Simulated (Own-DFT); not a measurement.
# Strain and stress in wurtzite AlGaN with randomly placed atoms, 72 atoms (Al27Ga9N36)

These are calculations, not measurements. The program, named Own-DFT, is a retired in-house plane-wave density functional code that no person has reviewed. Each row is one single-point run on a periodic cell that was not relaxed, without spin or spin-orbit coupling.

Settings of every run: PBE; PseudoDojo norm-conserving scalar-relativistic files; cutoff 42 hartree; 4 x 4 x 3 k mesh centred on Gamma; Fermi-Dirac smearing of 0.1 eV.

Known limits: forces on such cells passed a denser k mesh, each cell not checked; stress not checked against mesh or cutoff.

Unstrained cell vectors in Å: (9.394, 0.000, 0.000); (-4.697, 8.135, 0.000); (0.000, 0.000, 10.066). The unstrained cell has measured lattice constants (interpolated for alloys), not those of this functional. That, the random moves and any unrelaxed bonds set the pressure at no strain. Each run strains this cell uniformly, with the atoms carried along. Every atom was also moved at random, by a Gaussian of width 0.05 Å on each axis. The random placing of the alloy's atoms differs from row to row. Strain is the symmetric tensor, in per cent. Stress is positive in tension, and the pressure is minus a third of its trace.

```
run  e_xx (%)  e_yy (%)  e_zz (%)  s_xx (GPa)  s_yy (GPa)  s_zz (GPa)  P (GPa)  E (meV/atom)
  1     -2.75     -2.75      0.00      -24.19      -26.41      -10.74    20.45          70.1
  2     -1.50     -1.50      0.00      -17.04      -18.37       -6.24    13.89          33.6
  3     -1.75     -1.75      0.00      -19.27      -15.23      -10.60    15.03          40.1
  4      0.25      0.25      0.00       -3.09       -5.83       -7.41     5.44           0.0
  5     -2.50     -2.50      0.00      -23.88      -21.85       -9.55    18.42          40.2
  6      2.75      2.75      0.00        8.06        7.38       -4.47    -3.66           0.3
  7     -0.50     -0.50      0.00       -8.26      -10.95       -6.77     8.66           8.5
  8     -3.00     -3.00      0.00      -27.22      -30.68       -9.32    22.41          85.9
  9     -2.25     -2.25      0.00           ?           ?           ?        ?             ?
```

E is the free energy for each atom above the lowest run shown.

## Worked fit

The change of volume is close to e_xx + e_yy + e_zz. A straight line through the runs shown gives P = 7.61 - 225 x (fractional change of volume) GPa, with an error of 11 on the slope and a scatter of 1.10 GPa. The strain isn't the same on all axes and the cell isn't cubic, so the slope belongs to this path and is not the bulk modulus.

## Withheld run

Question: what pressure should run 9 give? Its volume changes by -4.45 %.

The line gives 17.6 GPa. The calculation gave 16.86 GPa.
